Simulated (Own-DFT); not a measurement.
# Which defects push the lattice out? zincblende GaAs

Source: density functional calculations with Own-DFT, an unreviewed in-house program that is no longer used. Nothing was measured or relaxed, and spin and spin-orbit coupling are left out.

Common settings: PBE; PseudoDojo norm-conserving scalar-relativistic files; cutoff 42 hartree; 3 x 3 x 3 k mesh centred on Gamma; Fermi-Dirac smearing of 0.1 eV.

Caveats (not all hold for every row): not probed for a lower state with spin; forces not confirmed at this smearing and k mesh; stress not checked against mesh or cutoff.

All runs share one cell, with vectors in Å (11.737, 0.000, 0.000); (0.000, 11.737, 0.000); (0.000, 0.000, 10.833) and a volume of 1492.4 Å³, strained against the parent crystal. The atoms are randomly displaced, by u rms on each axis. The defect's site can differ from row to row.

```
                             cell     formula   u (Å)  P (GPa)
                        no defect    As32Ga32  0.0316     1.28
                        no defect    As32Ga32  0.0516     1.56
                        no defect    As32Ga32  0.0539     1.68
              one Al on a Ga site  AlAs32Ga31  0.0295     1.21
              one Al on a Ga site  AlAs32Ga31  0.0472     1.51
              one Al on a Ga site  AlAs32Ga31  0.0482     1.49
              one In on a Ga site  As32Ga31In  0.0466     2.15
              one In on a Ga site  As32Ga31In  0.0500     2.07
              one In on a Ga site  As32Ga31In  0.0520     2.14
one As vacancy and one Ga vacancy    As31Ga31  0.0300     0.97
one As vacancy and one Ga vacancy    As31Ga31  0.0311     0.93
one As vacancy and one Ga vacancy    As31Ga31  0.0534        ?
one As vacancy and one Ga vacancy    As31Ga31  0.0546     1.42
              one P on an As site   As31Ga32P  0.0304     1.01
              one P on an As site   As31Ga32P  0.0314     1.03
              one P on an As site   As31Ga32P  0.0327     1.05
```

## Worked fit

P = P0 + c u² + a shift for each defect gives P0 = 1.05 GPa, c = 207 ± 18 GPa/Å² and a scatter of 0.05 GPa. The shifts, and each times the cell's volume:

- one In on a Ga site: 0.55 ± 0.04 GPa, 5.2 eV
- one Al on a Ga site: -0.02 ± 0.04 GPa, -0.2 eV (not resolved)
- one P on an As site: -0.23 ± 0.04 GPa, -2.1 eV
- one As vacancy and one Ga vacancy: -0.28 ± 0.04 GPa, -2.6 eV

Against the defect-free cell, a freed cell would be larger where the shift is positive and smaller where it is negative (160.2 GPa Å³ is 1 eV). The atoms around the defects weren't relaxed, which would change these numbers.

## Check

Asked: what pressure belongs in the blank (one As vacancy and one Ga vacancy, u = 0.0534 Å)?

From the fit: 1.36 ± 0.06 GPa. DFT gave 1.21 GPa.
